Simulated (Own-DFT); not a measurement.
# A change of arrangement and its cost: As32Ga32, 64 atoms

All numbers below are calculated, not measured. The program, named Own-DFT, is a retired in-house plane-wave density functional code that no person has reviewed. Each row is one single-point run on a periodic cell that was not relaxed, without spin or spin-orbit coupling.

Settings of every run: PBE; PseudoDojo norm-conserving scalar-relativistic files; cutoff 42 hartree; 3 x 3 x 3 k mesh centred on Gamma; Fermi-Dirac smearing of 0.1 eV.

Known limits, some of them of some rows only: not probed for a lower state with spin; forces on such cells failed a check on a denser k mesh; forces not confirmed at this smearing and k mesh; stress not checked against mesh or cutoff.

All cells hold the same atoms in the same cell, with vectors in Å (11.307, 0.000, 0.000); (0.000, 11.307, 0.000); (0.000, 0.000, 11.307). Every atom was moved at random from its ideal site; u is the rms move along one axis. The defect's site can differ from row to row. E is the free energy of the cell above the lowest run. The arrangements:

- A: zincblende GaAs
- B: zincblende GaAs, with one As on a Ga site and one Ga on an As site, 2.4 Å apart

| arrangement | u (Å) | E (eV) | P (GPa) |
|---|---|---|---|
| A | 0.0188 | 0.000 | 3.51 |
| A | 0.0205 | 0.035 | 3.52 |
| A | 0.0210 | 0.099 | 3.53 |
| A | 0.0482 | 2.240 | 4.02 |
| A | 0.0490 | 2.181 | 3.98 |
| A | 0.0521 | 2.110 | 3.95 |
| B | 0.0282 | 2.983 | 3.92 |
| B | 0.0282 | 2.967 | 3.91 |
| B | 0.0318 | 3.115 | 3.92 |
| B | 0.0484 | 4.360 | 4.22 |
| B | 0.0509 | 4.804 | 4.31 |
| B | 0.0536 | 5.138 | 4.38 |

Question: once the cost of the random moves is taken out, how do the arrangements rank?

## Worked answer

Fit E = a + b u², with one b for all and one a for each arrangement, and with residuals divided by u², since the noise grows with the moves. Then b = 1016 eV/Å², the scatter at u = 0.04 Å is 0.11 eV, and against A:

- B: 2.51 ± 0.04 eV (higher)

These are energies of unrelaxed cells. Relaxing the atoms lowers the strained arrangements most, so the gaps would shrink and small ones could change sign.
